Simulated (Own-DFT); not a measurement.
# Computed records: In$_{3}$GaP$_{4}$ (zincblende random alloy, atoms displaced)

A calculation, not a measurement: plane-wave PBE density functional theory by an unreviewed code, no spin, of a simulated periodic cell, stress positive in tension, free energy of the whole cell less one offset for each atom, forces on such cells passed a denser k mesh, this cell's mesh not checked; offsets are fitted by least squares, one for each functional and potential file, so energies compare only between cells with the same atoms and settings and are not formation energies; the far tail of each file's local potential was reset to the Coulomb form; each entry is a single point on an unrelaxed cell, so the pressure reflects the starting lattice, mostly measured values, from which strain is counted, and rises with the displacements; printed positions are rounded, which can move forces by about a meV/angstrom; the program is a retired in-house code; no spin-orbit coupling. Program: Own-DFT development build.

Settings shared by all entries: functional PBE; potential files PseudoDojo norm-conserving, scalar-relativistic, standard set; wave cutoff 42 hartree; occupations Fermi-Dirac; smearing width 0.1 eV; k mesh 3 x 3 x 3 centred on Gamma.

(1) 
```cif
# cell vector a (Å): 11.5283 0.0000 0.0000
# cell vector b (Å): 0.0000 11.5283 0.0000
# cell vector c (Å): 0.0000 0.0000 11.5283
data_In3GaP4
_symmetry_space_group_name_H-M 'P 1'
_symmetry_Int_Tables_number 1
_cell_length_a 11.5283
_cell_length_b 11.5283
_cell_length_c 11.5283
_cell_angle_alpha 90.000
_cell_angle_beta 90.000
_cell_angle_gamma 90.000
_cell_volume 1532.13
loop_
_atom_site_label
_atom_site_type_symbol
_atom_site_fract_x
_atom_site_fract_y
_atom_site_fract_z
_atom_site_occupancy
Ga1 Ga 0.00245 0.99913 0.99914 1
In1 In 0.00439 0.25005 0.24705 1
In2 In 0.25097 0.00128 0.24724 1
Ga2 Ga 0.24855 0.24785 0.99745 1
P1 P 0.12306 0.12252 0.12881 1
P2 P 0.12219 0.37607 0.37437 1
P3 P 0.38146 0.12142 0.37534 1
P4 P 0.37456 0.37444 0.12396 1
In3 In 0.99870 0.99947 0.50020 1
In4 In 0.00001 0.25106 0.74846 1
In5 In 0.25436 0.99980 0.74818 1
In6 In 0.25327 0.24913 0.50196 1
P5 P 0.12608 0.12126 0.62093 1
P6 P 0.12707 0.36845 0.87335 1
P7 P 0.37387 0.12442 0.87080 1
P8 P 0.37423 0.37301 0.62354 1
In7 In 0.99319 0.49930 0.99995 1
In8 In 0.00249 0.74825 0.25233 1
In9 In 0.25391 0.49693 0.24645 1
In10 In 0.24971 0.74789 0.00181 1
P9 P 0.12724 0.62588 0.12270 1
P10 P 0.12194 0.87857 0.37971 1
P11 P 0.37369 0.62690 0.37465 1
P12 P 0.37500 0.87380 0.11965 1
In11 In 0.00267 0.50050 0.49963 1
In12 In 0.99991 0.75124 0.75249 1
Ga3 Ga 0.25402 0.50211 0.74914 1
In13 In 0.25097 0.74609 0.49970 1
P13 P 0.12718 0.62036 0.62772 1
P14 P 0.12537 0.87815 0.87792 1
P15 P 0.37188 0.62671 0.87815 1
P16 P 0.37574 0.87653 0.62353 1
Ga4 Ga 0.50050 0.99760 0.00306 1
In14 In 0.49470 0.24971 0.25169 1
In15 In 0.74844 0.00062 0.24978 1
Ga5 Ga 0.74697 0.25059 0.99551 1
P17 P 0.62218 0.12732 0.12551 1
P18 P 0.62956 0.37588 0.37698 1
P19 P 0.87536 0.12560 0.37448 1
P20 P 0.87890 0.37546 0.12850 1
In16 In 0.50075 0.99894 0.50221 1
Ga6 Ga 0.50257 0.25187 0.75197 1
In17 In 0.74785 0.99862 0.75123 1
Ga7 Ga 0.75259 0.24835 0.50370 1
P21 P 0.62696 0.12422 0.62091 1
P22 P 0.62619 0.37251 0.87474 1
P23 P 0.87207 0.12482 0.88004 1
P24 P 0.87363 0.37342 0.62570 1
In18 In 0.50070 0.49672 0.99705 1
In19 In 0.50004 0.75003 0.24728 1
In20 In 0.74812 0.49756 0.24771 1
Ga8 Ga 0.74806 0.75221 0.99447 1
P25 P 0.62465 0.62793 0.12560 1
P26 P 0.62695 0.87795 0.36940 1
P27 P 0.87397 0.62711 0.37417 1
P28 P 0.87108 0.87279 0.12155 1
In21 In 0.50222 0.49996 0.50268 1
In22 In 0.50392 0.75362 0.74642 1
In23 In 0.74859 0.50201 0.74863 1
In24 In 0.75152 0.74973 0.49980 1
P29 P 0.62411 0.62400 0.62988 1
P30 P 0.62427 0.87859 0.86992 1
P31 P 0.88017 0.63140 0.87362 1
P32 P 0.87597 0.87376 0.62670 1
_calc_free_energy_of_cell_above_offsets '-31.824'  # eV
_calc_pressure 3.91  # GPa
_calc_stress_xx -3.9  # GPa
_calc_stress_yy -3.96  # GPa
_calc_stress_zz -3.87  # GPa
_calc_stress_yz -0.06  # GPa
_calc_stress_xz 0.27  # GPa
_calc_stress_xy 0.04  # GPa
```

Force:
```tsv
element	x (eV/Å)	y (eV/Å)	z (eV/Å)
Ga	-0.465	0.013	0.241
In	-0.463	-0.076	0.564
In	0.208	-0.421	0.46
Ga	0.071	-0.127	0.122
P	0.286	0.009	-2.113
P	0.821	-0.199	0.022
P	-0.911	0.119	0.116
P	-0.514	-0.988	-0.996
In	-0.445	0.255	0.149
In	-0.047	-0.752	0.059
In	-0.685	-0.062	0.059
In	-0.421	-0.243	-0.674
P	-0.088	0.333	0.493
P	1.109	0.939	0.345
P	1.176	0.877	1.249
P	0.466	0.42	1.755
In	0.941	-0.009	-0.269
In	-0.106	0.386	-0.423
In	-0.582	0.363	0.36
In	-0.313	0.421	-0.319
P	-0.46	-0.537	0.385
P	0.736	-0.52	-0.618
P	0.503	-0.482	-0.184
P	0.716	0.86	-0.123
In	-0.601	0.012	0.043
In	0.801	0.361	-0.447
Ga	-0.107	-0.387	0.287
In	-0.396	0.465	0.199
P	0.54	-0.149	0.767
P	-0.381	0.525	0.302
P	0.129	-0.744	-1.404
P	-0.1	-0.531	-0.086
Ga	0.008	0.396	-0.357
In	0.697	0.371	-0.026
In	0.462	0.384	-0.544
Ga	0.236	-0.208	0.598
P	0.12	-0.042	-1.432
P	0.097	-1.037	0.642
P	-0.618	0.768	0.57
P	-1.325	-0.873	-1.022
In	0.391	-0.217	-0.369
Ga	-0.177	-0.296	-0.296
In	0.626	0.6	-0.302
Ga	-0.008	0.062	-0.372
P	0.019	1.524	0.541
P	0.093	-0.991	-0.203
P	0.378	0.067	0.719
P	-0.535	-0.277	-0.819
In	-0.041	0.395	0.24
In	-0.158	0.302	0.278
In	0.265	0.397	0.103
Ga	0.063	0.038	0.196
P	0.758	0.125	-1.286
P	-0.434	-0.607	0.845
P	0.08	-0.566	0.059
P	0.45	0.054	-0.994
In	-0.181	-0.002	-0.314
In	-0.809	-0.303	0.508
In	0.584	-0.191	0.522
In	-0.399	0.16	0.014
P	0.147	0.327	-0.762
P	-0.3	-0.387	2.144
P	-1.73	-0.243	0.842
P	-0.177	0.143	-0.046
```

(2) 
```cif
# cell vector a (Å): 11.5283 0.0000 0.0000
# cell vector b (Å): 0.0000 11.5283 0.0000
# cell vector c (Å): 0.0000 0.0000 11.5283
data_In3GaP4
_symmetry_space_group_name_H-M 'P 1'
_symmetry_Int_Tables_number 1
_cell_length_a 11.5283
_cell_length_b 11.5283
_cell_length_c 11.5283
_cell_angle_alpha 90.000
_cell_angle_beta 90.000
_cell_angle_gamma 90.000
_cell_volume 1532.13
loop_
_atom_site_label
_atom_site_type_symbol
_atom_site_fract_x
_atom_site_fract_y
_atom_site_fract_z
_atom_site_occupancy
Ga1 Ga 0.00050 0.00066 0.00047 1
In1 In 0.00317 0.24746 0.24881 1
In2 In 0.25115 0.00027 0.24850 1
In3 In 0.24527 0.25099 0.00455 1
P1 P 0.12511 0.12356 0.12245 1
P2 P 0.12313 0.37617 0.37535 1
P3 P 0.37855 0.12987 0.37711 1
P4 P 0.37371 0.37354 0.12148 1
In4 In 0.99964 0.00369 0.49901 1
Ga2 Ga 0.00061 0.24776 0.74866 1
In5 In 0.24750 0.00320 0.74722 1
In6 In 0.24923 0.25317 0.49712 1
P5 P 0.11937 0.12746 0.62156 1
P6 P 0.12489 0.37433 0.87570 1
P7 P 0.37131 0.12835 0.87393 1
P8 P 0.37021 0.37548 0.62557 1
In7 In 0.99827 0.50417 0.00278 1
Ga3 Ga 0.99381 0.74872 0.25009 1
Ga4 Ga 0.25080 0.50161 0.25116 1
In8 In 0.25285 0.75028 0.99783 1
P9 P 0.12285 0.62151 0.12499 1
P10 P 0.12494 0.87604 0.37195 1
P11 P 0.37627 0.61878 0.37982 1
P12 P 0.37400 0.87521 0.12174 1
In9 In 0.99760 0.50276 0.49725 1
In10 In 0.00194 0.74989 0.74963 1
In11 In 0.25097 0.50390 0.74701 1
In12 In 0.25184 0.75138 0.49817 1
P13 P 0.12193 0.62436 0.61832 1
P14 P 0.12794 0.87702 0.87312 1
P15 P 0.37657 0.62564 0.88079 1
P16 P 0.37222 0.87851 0.62399 1
Ga5 Ga 0.49938 0.00301 0.99853 1
In13 In 0.49919 0.25150 0.24789 1
In14 In 0.75250 0.00086 0.24883 1
In15 In 0.75263 0.24708 0.00546 1
P17 P 0.62597 0.12914 0.12471 1
P18 P 0.62236 0.37258 0.37068 1
P19 P 0.87488 0.12754 0.37429 1
P20 P 0.87201 0.37742 0.12283 1
In16 In 0.50069 0.99905 0.50177 1
In17 In 0.49895 0.24543 0.74661 1
In18 In 0.74478 0.00276 0.75113 1
Ga6 Ga 0.74909 0.24712 0.49887 1
P21 P 0.62631 0.12512 0.62433 1
P22 P 0.62287 0.37808 0.87509 1
P23 P 0.87792 0.12419 0.87545 1
P24 P 0.87771 0.37594 0.62217 1
Ga7 Ga 0.49885 0.49751 0.99988 1
In19 In 0.50181 0.75047 0.24547 1
Ga8 Ga 0.74620 0.50212 0.24780 1
In20 In 0.75098 0.74593 0.00005 1
P25 P 0.62471 0.62609 0.12445 1
P26 P 0.62500 0.87575 0.37445 1
P27 P 0.87531 0.62433 0.37176 1
P28 P 0.87496 0.87813 0.12040 1
In21 In 0.50079 0.50219 0.49986 1
In22 In 0.49932 0.75140 0.75200 1
In23 In 0.75425 0.49801 0.74968 1
In24 In 0.74779 0.75057 0.49704 1
P29 P 0.62714 0.62730 0.62367 1
P30 P 0.62825 0.87749 0.87655 1
P31 P 0.87483 0.62646 0.87826 1
P32 P 0.87807 0.87240 0.62839 1
_calc_free_energy_of_cell_above_offsets '-31.981'  # eV
_calc_pressure 3.87  # GPa
_calc_stress_xx -3.87  # GPa
_calc_stress_yy -3.87  # GPa
_calc_stress_zz -3.87  # GPa
_calc_stress_yz -0.07  # GPa
_calc_stress_xz 0.03  # GPa
_calc_stress_xy -0.03  # GPa
```

Force:
```tsv
element	x (eV/Å)	y (eV/Å)	z (eV/Å)
Ga	0.155	-0.106	-0.314
In	-0.401	0.596	-0.178
In	0.235	0.192	0.216
In	0.205	0.023	-0.7
P	-0.84	-0.95	-0.319
P	0.731	0.711	-1.014
P	-0.34	-0.592	-0.221
P	0.101	1.726	0.44
In	-0.347	-0.716	-0.058
Ga	-0.009	0.286	0.179
In	-0.092	0.285	0.036
In	-0.165	-0.118	0.231
P	0.06	0.842	0.878
P	-0.853	-0.202	-0.896
P	0.702	-0.854	0.864
P	0.729	-0.043	-0.147
In	0.024	-0.744	-0.443
Ga	0.486	0.195	-0.278
Ga	-0.118	-0.214	-0.049
In	-0.77	-0.014	0.396
P	0.625	0.849	1.592
P	-0.843	-0.745	-0.482
P	-0.843	0.417	-1.687
P	0.98	0.866	-0.385
In	0.064	-0.36	-0.197
In	0.122	-0.211	0.297
In	-0.342	-0.031	0.474
In	-0.258	-0.081	-0.173
P	0.429	0.349	0.577
P	-0.886	0.435	0.867
P	0.758	-0.992	-0.094
P	0.226	-0.369	0.255
Ga	0.025	0.008	-0.035
In	-0.145	-0.065	-0.228
In	-0.28	0.061	0.026
In	-0.13	0.517	-0.993
P	-1.008	-1.404	-0.422
P	1.686	0.5	0.601
P	-0.761	0.527	0.652
P	-0.231	0.553	1.303
In	0.005	0.146	-0.298
In	-0.04	0.792	0.325
In	0.994	-0.253	-0.122
Ga	0.104	0.398	-0.108
P	0.605	0.742	-0.951
P	-0.413	-0.014	0.602
P	1.044	0.082	-0.079
P	-0.277	-1.695	0.118
Ga	0.13	0.051	0.017
In	-0.54	-0.065	0.582
Ga	0.204	-0.305	0.046
In	-0.159	0.556	0.059
P	-0.088	-1.714	-0.116
P	-0.09	0.143	-0.292
P	-0.584	0.216	-1.316
P	1.333	-0.308	0.242
In	0.417	-0.844	0.526
In	0.096	0.092	-0.074
In	-0.315	0.19	0.082
In	0.596	0.144	0.189
P	-0.156	-0.226	0.406
P	-1.164	0.324	0.826
P	0.273	-0.129	-0.715
P	-0.656	0.555	-0.523
```

(3) 
```cif
# cell vector a (Å): 11.5283 0.0000 0.0000
# cell vector b (Å): 0.0000 11.5283 0.0000
# cell vector c (Å): 0.0000 0.0000 11.5283
data_In3GaP4
_symmetry_space_group_name_H-M 'P 1'
_symmetry_Int_Tables_number 1
_cell_length_a 11.5283
_cell_length_b 11.5283
_cell_length_c 11.5283
_cell_angle_alpha 90.000
_cell_angle_beta 90.000
_cell_angle_gamma 90.000
_cell_volume 1532.13
loop_
_atom_site_label
_atom_site_type_symbol
_atom_site_fract_x
_atom_site_fract_y
_atom_site_fract_z
_atom_site_occupancy
Ga1 Ga 0.00189 0.00004 0.99779 1
In1 In 0.00196 0.24798 0.25004 1
In2 In 0.24596 0.00027 0.25232 1
In3 In 0.25076 0.25019 0.99896 1
P1 P 0.12259 0.12655 0.12278 1
P2 P 0.12562 0.37329 0.37428 1
P3 P 0.37678 0.12343 0.37485 1
P4 P 0.37844 0.37844 0.12297 1
In4 In 0.99888 0.99971 0.50334 1
In5 In 0.99892 0.25217 0.75146 1
In6 In 0.24967 0.00256 0.75445 1
Ga2 Ga 0.25241 0.24803 0.49820 1
P5 P 0.12345 0.12516 0.62749 1
P6 P 0.12693 0.37527 0.87725 1
P7 P 0.37757 0.12457 0.87408 1
P8 P 0.37477 0.37605 0.62500 1
In7 In 0.99393 0.50137 0.99809 1
In8 In 0.00027 0.75264 0.25255 1
In9 In 0.25345 0.49530 0.24926 1
In10 In 0.24819 0.75279 0.00092 1
P9 P 0.12193 0.62235 0.12196 1
P10 P 0.12628 0.87654 0.37547 1
P11 P 0.37521 0.62048 0.37561 1
P12 P 0.37834 0.87063 0.12733 1
In11 In 0.00232 0.49821 0.50063 1
Ga3 Ga 0.00037 0.75679 0.74503 1
In12 In 0.25150 0.49385 0.74688 1
Ga4 Ga 0.25055 0.74988 0.49791 1
P13 P 0.12030 0.62286 0.62510 1
P14 P 0.12628 0.87360 0.87943 1
P15 P 0.37394 0.62378 0.87630 1
P16 P 0.37433 0.86766 0.62237 1
In13 In 0.49476 0.99974 0.00458 1
In14 In 0.49853 0.25051 0.24643 1
Ga5 Ga 0.74908 0.99991 0.25378 1
Ga6 Ga 0.74718 0.25003 0.99504 1
P17 P 0.62586 0.12234 0.12511 1
P18 P 0.62475 0.37914 0.37447 1
P19 P 0.87323 0.12756 0.37366 1
P20 P 0.87621 0.37267 0.12072 1
Ga7 Ga 0.49920 0.99586 0.49857 1
In15 In 0.50138 0.24820 0.75290 1
In16 In 0.75160 0.99876 0.75135 1
In17 In 0.75239 0.24982 0.49492 1
P21 P 0.62678 0.12624 0.62282 1
P22 P 0.62374 0.37162 0.87767 1
P23 P 0.87326 0.12275 0.87118 1
P24 P 0.87426 0.37745 0.62287 1
In18 In 0.50005 0.50350 0.99620 1
In19 In 0.50066 0.75034 0.24724 1
In20 In 0.75279 0.49929 0.24894 1
In21 In 0.75019 0.75275 0.99667 1
P25 P 0.62211 0.62100 0.12467 1
P26 P 0.62728 0.87435 0.37745 1
P27 P 0.87642 0.62432 0.37722 1
P28 P 0.87790 0.87603 0.12722 1
Ga8 Ga 0.49996 0.49968 0.50143 1
In22 In 0.49751 0.75483 0.75284 1
In23 In 0.75052 0.49869 0.75120 1
In24 In 0.75015 0.75387 0.49776 1
P29 P 0.62383 0.63081 0.61996 1
P30 P 0.62330 0.87183 0.87333 1
P31 P 0.87222 0.62596 0.87456 1
P32 P 0.87424 0.87100 0.62478 1
_calc_free_energy_of_cell_above_offsets '-31.887'  # eV
_calc_pressure 3.89  # GPa
_calc_stress_xx -3.91  # GPa
_calc_stress_yy -3.86  # GPa
_calc_stress_zz -3.91  # GPa
_calc_stress_yz 0.06  # GPa
_calc_stress_xz -0.32  # GPa
_calc_stress_xy -0.07  # GPa
```

Force:
```tsv
element	x (eV/Å)	y (eV/Å)	z (eV/Å)
Ga	-0.325	0.066	0.213
In	-0.332	0.243	-0.145
In	0.46	0.102	-0.505
In	0.21	0.014	0.217
P	-0.204	-1.031	-0.733
P	0.79	-0.738	0.73
P	-0.057	0.022	1.217
P	-0.199	-0.494	-0.318
In	-0.021	0.105	-0.28
In	0.032	0.174	-0.093
In	0.064	-0.515	-0.658
Ga	-0.115	-0.001	0.165
P	0.859	0.745	-0.764
P	-0.408	0.115	-0.141
P	-0.222	0.005	0.376
P	0.558	-0.666	-1.589
In	0.454	-0.061	-0.176
In	0.205	-0.541	-0.13
In	-0.511	0.48	-0.098
In	0.284	-0.78	0.376
P	0.289	0.153	0.564
P	0.397	-0.843	1.049
P	0.093	0.478	1.191
P	-0.979	0.623	0.011
In	-0.188	0.016	-0.27
Ga	0.052	-0.653	0.411
In	-0.421	0.859	0.35
Ga	-0.153	-0.395	0.038
P	0.707	1.728	0.305
P	-1.673	0.472	-0.718
P	-0.39	0.289	-0.511
P	-0.498	0.999	-1.116
In	0.654	-0.171	-0.401
In	0.395	0.07	0.363
Ga	0.134	0.039	-0.283
Ga	0.287	-0.326	0.438
P	1.338	0.175	0.009
P	-0.828	0.218	0.62
P	-0.162	-1.347	-0.682
P	-0.949	-0.89	-0.3
Ga	0.07	0.202	0.257
In	0.037	0.095	-0.705
In	-0.549	-0.22	-0.407
In	-0.542	0.447	0.404
P	-0.719	-0.932	-0.554
P	0.826	-0.23	0.366
P	0.349	0.32	1.815
P	-0.01	-0.425	0.184
In	0.099	-0.278	0.128
In	0.322	-0.557	0.799
In	0.01	0.082	-0.1
In	-0.092	-0.21	0.749
P	0.724	0.545	-0.068
P	-0.519	1.591	-0.66
P	-0.032	0.073	-0.24
P	-0.437	1.436	-0.311
Ga	0.127	0.183	-0.05
In	0.043	-0.995	-0.362
In	-0.542	0.297	-0.415
In	0.256	-0.733	0.056
P	-0.708	-1.223	0.166
P	-0.002	0.959	0.45
P	0.913	0.911	-1.017
P	0.751	-0.077	0.783
```

(4) 
```cif
# cell vector a (Å): 11.5283 0.0000 0.0000
# cell vector b (Å): 0.0000 11.5283 0.0000
# cell vector c (Å): 0.0000 0.0000 11.5283
data_In3GaP4
_symmetry_space_group_name_H-M 'P 1'
_symmetry_Int_Tables_number 1
_cell_length_a 11.5283
_cell_length_b 11.5283
_cell_length_c 11.5283
_cell_angle_alpha 90.000
_cell_angle_beta 90.000
_cell_angle_gamma 90.000
_cell_volume 1532.13
loop_
_atom_site_label
_atom_site_type_symbol
_atom_site_fract_x
_atom_site_fract_y
_atom_site_fract_z
_atom_site_occupancy
In1 In 0.00379 0.00304 0.00153 1
Ga1 Ga 0.99905 0.24670 0.24894 1
In2 In 0.24932 0.99912 0.24615 1
In3 In 0.25051 0.24809 0.99752 1
P1 P 0.12422 0.11912 0.12228 1
P2 P 0.12942 0.37383 0.37406 1
P3 P 0.37591 0.12442 0.37646 1
P4 P 0.37809 0.37516 0.12935 1
In4 In 0.99837 0.00073 0.49484 1
In5 In 0.00111 0.24975 0.75172 1
In6 In 0.25346 0.00020 0.74786 1
Ga2 Ga 0.24949 0.25008 0.50217 1
P5 P 0.12737 0.12482 0.62311 1
P6 P 0.12618 0.37513 0.87410 1
P7 P 0.37080 0.12628 0.87389 1
P8 P 0.37745 0.37030 0.62926 1
Ga3 Ga 0.99652 0.50305 0.99824 1
Ga4 Ga 0.99907 0.75097 0.24369 1
In7 In 0.25214 0.49918 0.24693 1
Ga5 Ga 0.25185 0.74863 0.00046 1
P9 P 0.12372 0.62780 0.12689 1
P10 P 0.13103 0.87817 0.37768 1
P11 P 0.37423 0.62628 0.37065 1
P12 P 0.37946 0.87218 0.12192 1
In8 In 0.00074 0.50163 0.50353 1
In9 In 0.99542 0.75146 0.74900 1
Ga6 Ga 0.24777 0.49922 0.75048 1
In10 In 0.24644 0.74976 0.49758 1
P13 P 0.12900 0.62504 0.62302 1
P14 P 0.12730 0.87594 0.87698 1
P15 P 0.37110 0.62616 0.87492 1
P16 P 0.37486 0.87841 0.62067 1
In11 In 0.49918 0.99925 0.99691 1
Ga7 Ga 0.50074 0.24953 0.24652 1
In12 In 0.74617 0.99697 0.25130 1
In13 In 0.74947 0.24920 0.00054 1
P17 P 0.62448 0.12539 0.12566 1
P18 P 0.62391 0.37608 0.37647 1
P19 P 0.87447 0.12312 0.37330 1
P20 P 0.87102 0.37476 0.12076 1
In14 In 0.50047 0.99930 0.50194 1
In15 In 0.49782 0.24926 0.74738 1
In16 In 0.75068 0.00070 0.75305 1
In17 In 0.74792 0.24962 0.50166 1
P21 P 0.62054 0.12289 0.62429 1
P22 P 0.62855 0.37395 0.87550 1
P23 P 0.87082 0.12871 0.87684 1
P24 P 0.87543 0.37438 0.62574 1
In18 In 0.50282 0.49844 0.00262 1
Ga8 Ga 0.49915 0.74837 0.24833 1
In19 In 0.75389 0.49707 0.24905 1
In20 In 0.75064 0.75309 0.00056 1
P25 P 0.62938 0.62810 0.12541 1
P26 P 0.62767 0.87689 0.37185 1
P27 P 0.87651 0.62853 0.37497 1
P28 P 0.87400 0.87460 0.12614 1
In21 In 0.50398 0.49550 0.49638 1
In22 In 0.50295 0.75316 0.74720 1
In23 In 0.75146 0.49639 0.74778 1
In24 In 0.74755 0.74803 0.49490 1
P29 P 0.62288 0.62950 0.62315 1
P30 P 0.62093 0.87788 0.87186 1
P31 P 0.87587 0.62395 0.87296 1
P32 P 0.87648 0.87694 0.62320 1
_calc_free_energy_of_cell_above_offsets '-31.756'  # eV
_calc_pressure 3.95  # GPa
_calc_stress_xx -3.91  # GPa
_calc_stress_yy -3.98  # GPa
_calc_stress_zz -3.97  # GPa
_calc_stress_yz -0.03  # GPa
_calc_stress_xz 0.31  # GPa
_calc_stress_xy 0.09  # GPa
```

Force:
```tsv
element	x (eV/Å)	y (eV/Å)	z (eV/Å)
In	-0.953	-0.684	-0.63
Ga	0.17	0.191	-0.03
In	0.657	-0.061	0.229
In	-0.096	0.468	0.694
P	-0.189	1.822	1.116
P	-0.541	-1.194	0.189
P	-0.11	1.381	-0.368
P	0.49	-1.114	-0.111
In	0.436	0.039	0.377
In	0.049	-0.162	-0.237
In	-0.435	-0.174	0.06
Ga	0.195	-0.05	-0.175
P	0.208	0.631	-0.559
P	-0.187	1.538	0.268
P	0.703	-0.208	0.009
P	-1.868	1.042	-0.851
Ga	0.341	-0.106	0.095
Ga	0.155	0.154	0.611
In	-0.334	0.187	0.19
Ga	-0.191	0.1	-0.038
P	-0.582	0.335	-0.999
P	-1.433	-0.726	-1.291
P	0.947	0.508	-0.137
P	-0.403	-1.197	0.289
In	0.114	-0.252	-0.569
In	0.86	-0.048	0.082
Ga	0.254	0.066	-0.049
In	0.791	-0.103	0.101
P	0.223	-0.603	1.28
P	0.503	-0.813	0.278
P	-0.649	-0.212	-0.062
P	-0.125	-0.768	0.271
In	-0.155	0.495	0.194
Ga	-0.115	-0.097	0.535
In	0.545	0.554	-0.489
In	-0.372	-0.006	0.134
P	-0.756	0.469	0.484
P	0.027	-1.222	-1.414
P	0.258	1.069	-0.741
P	2.1	-0.026	0.251
In	0.051	-0.052	-0.776
In	0.564	-0.248	0.848
In	-0.002	0.062	-0.501
In	0.127	-0.158	-0.135
P	0.733	0.144	0.326
P	-0.59	-0.016	-0.265
P	0.726	-0.517	-0.098
P	0.149	-0.234	-0.278
In	-0.136	0.383	-0.268
Ga	0.214	0.07	0.017
In	-0.247	0.455	0.35
In	-0.057	-0.092	-0.494
P	-0.944	0.264	0.749
P	-1.597	-1.117	-0.078
P	0.916	0.129	-0.92
P	0.945	-0.196	0.391
In	-1.009	0.756	0.592
In	-0.957	-0.195	0.095
In	-0.362	0.568	0.023
In	0.241	0.431	0.363
P	0.334	-0.825	0.047
P	0.698	-0.288	0.368
P	0.21	-0.512	0.811
P	-0.539	-0.035	-0.157
```
